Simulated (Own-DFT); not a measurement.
# Strain and stress in wurtzite AlN, 72 atoms (Al36N36)

These are calculations, not measurements. The program, named Own-DFT, is a retired in-house plane-wave density functional code that no person has reviewed. Each row is one single-point run on a periodic cell that was not relaxed, without spin or spin-orbit coupling.

Settings of every run: PBE; PseudoDojo norm-conserving scalar-relativistic files; cutoff 42 hartree; 4 x 4 x 3 k mesh centred on Gamma; Gaussian smearing of 0.01 eV.

Known limits: k mesh not checked against a denser one; stress not checked against mesh or cutoff.

Unstrained cell vectors in Å: (9.336, 0.000, 0.000); (-4.668, 8.085, 0.000); (0.000, 0.000, 9.964). The unstrained cell has measured lattice constants (interpolated for alloys), not those of this functional. That, the random moves and any unrelaxed bonds set the pressure at no strain. Each run strains this cell uniformly, with the atoms carried along. Every atom was also moved at random, by a Gaussian of width 0.05 Å on each axis. Strain is the symmetric tensor, in per cent. Stress is positive in tension, and the pressure is minus a third of its trace.

```
run  e_xx (%)  e_yy (%)  e_zz (%)  s_xx (GPa)  s_yy (GPa)  s_zz (GPa)  P (GPa)  E (meV/atom)
  1     -2.00     -2.00      0.00      -18.91      -20.73       -6.27    15.31          38.7
  2     -3.00     -3.00      0.00      -23.87      -24.66      -12.69    20.41          57.4
  3      2.00      2.00      0.00        5.22        5.37       -3.72    -2.29           2.3
  4      2.75      2.75      0.00        8.45        8.37       -0.91    -5.30           0.0
  5     -0.75     -0.75      0.00      -10.96      -10.52       -6.04     9.18          11.1
  6      0.75      0.75      0.00       -0.96       -1.54       -5.72     2.74           7.2
  7     -1.25     -1.25      0.00      -14.48      -13.93       -5.87    11.43          19.8
  8     -1.00     -1.00      0.00      -11.73      -10.45       -8.14    10.11          16.9
  9     -0.50     -0.50      0.00           ?           ?           ?        ?             ?
```

E is the free energy for each atom above the lowest run shown.

## Worked fit

The change of volume is close to e_xx + e_yy + e_zz. A straight line through the runs shown gives P = 6.40 - 220 x (fractional change of volume) GPa, with an error of 6 on the slope and a scatter of 0.64 GPa. The strain isn't the same on all axes and the cell isn't cubic, so the slope belongs to this path and is not the bulk modulus.

## Withheld run

Question: what pressure should run 9 give? Its volume changes by -1.00 %.

The line gives 8.6 GPa. The calculation gave 7.92 GPa.
